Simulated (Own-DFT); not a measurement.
# Point defects and the pressure they add: 4H SiC

Calculated, not measured: single-point runs of Own-DFT, a retired in-house plane-wave DFT program that no person has reviewed, on unrelaxed cells, without spin or spin-orbit coupling.

All runs used: PBE; PseudoDojo norm-conserving scalar-relativistic files; cutoff 42 hartree; 4 x 4 x 3 k mesh centred on Gamma; Fermi-Dirac smearing of 0.1 eV.

Keep in mind (not all hold for every row): a neutral cation vacancy leaves holes that likely carry spin, which these runs leave out; some atoms lie very close together; not probed for a lower state with spin; forces on such cells failed a check on a denser k mesh; forces on such cells passed a denser k mesh, each cell not checked; stress not checked against mesh or cutoff.

All runs share one cell, with vectors in Å (9.248, 0.000, 0.000); (-4.624, 8.009, 0.000); (0.000, 0.000, 10.068) and a volume of 745.7 Å³. Atoms were moved at random from their sites; u is the rms move along one axis. The defect's site can differ from row to row.

| cell | formula | u (Å) | P (GPa) |
|---|---|---|---|
| no defect | C36Si36 | 0.0318 | 3.95 |
| no defect | C36Si36 | 0.0585 | 6.00 |
| no defect | C36Si36 | 0.0611 | 5.96 |
| two N on a C site each | C34N2Si36 | 0.0279 | 2.54 |
| two N on a C site each | C34N2Si36 | 0.0297 | 2.74 |
| two N on a C site each | C34N2Si36 | 0.0480 | 4.02 |
| one Si on a C site | C35Si37 | 0.0506 | 11.60 |
| one Si on a C site | C35Si37 | 0.0523 | 11.52 |
| one Si on a C site | C35Si37 | 0.0531 | 12.26 |
| one C on a Si site and one Si on a C site | C36Si36 | 0.0297 | 7.38 |
| one C on a Si site and one Si on a C site | C36Si36 | 0.0297 | ? |
| one C on a Si site and one Si on a C site | C36Si36 | 0.0518 | 9.19 |
| one C on a Si site and one Si on a C site | C36Si36 | 0.0567 | 10.33 |
| one Si vacancy | C36Si35 | 0.0299 | 3.27 |
| one Si vacancy | C36Si35 | 0.0313 | 2.94 |
| one Si vacancy | C36Si35 | 0.0318 | 3.30 |

## Worked fit

P = P0 + c u² + a shift for each defect gives P0 = 2.72 GPa, c = 952 ± 101 GPa/Å² and a scatter of 0.30 GPa. The shifts, and each times the cell's volume:

- one Si on a C site: 6.50 ± 0.25 GPa, 30.2 eV
- one C on a Si site and one Si on a C site: 4.09 ± 0.25 GPa, 19.1 eV
- one Si vacancy: -0.47 ± 0.30 GPa, -2.2 eV (not resolved)
- two N on a C site each: -0.88 ± 0.28 GPa, -4.1 eV (-2.0 eV for each of its 2 sites)

A positive shift means that the defect pushes the cell outwards. Shift times volume (160.2 GPa Å³ is 1 eV) depends little on the cell's size, so, taken for each site, it can be compared between cells at like pressure. The atoms around the defects weren't relaxed, which would change these numbers.

## Check

Q: what pressure belongs in the blank (one C on a Si site and one Si on a C site, u = 0.0297 Å)?

Estimate: 7.66 ± 0.37 GPa. Computed: 7.20 GPa.
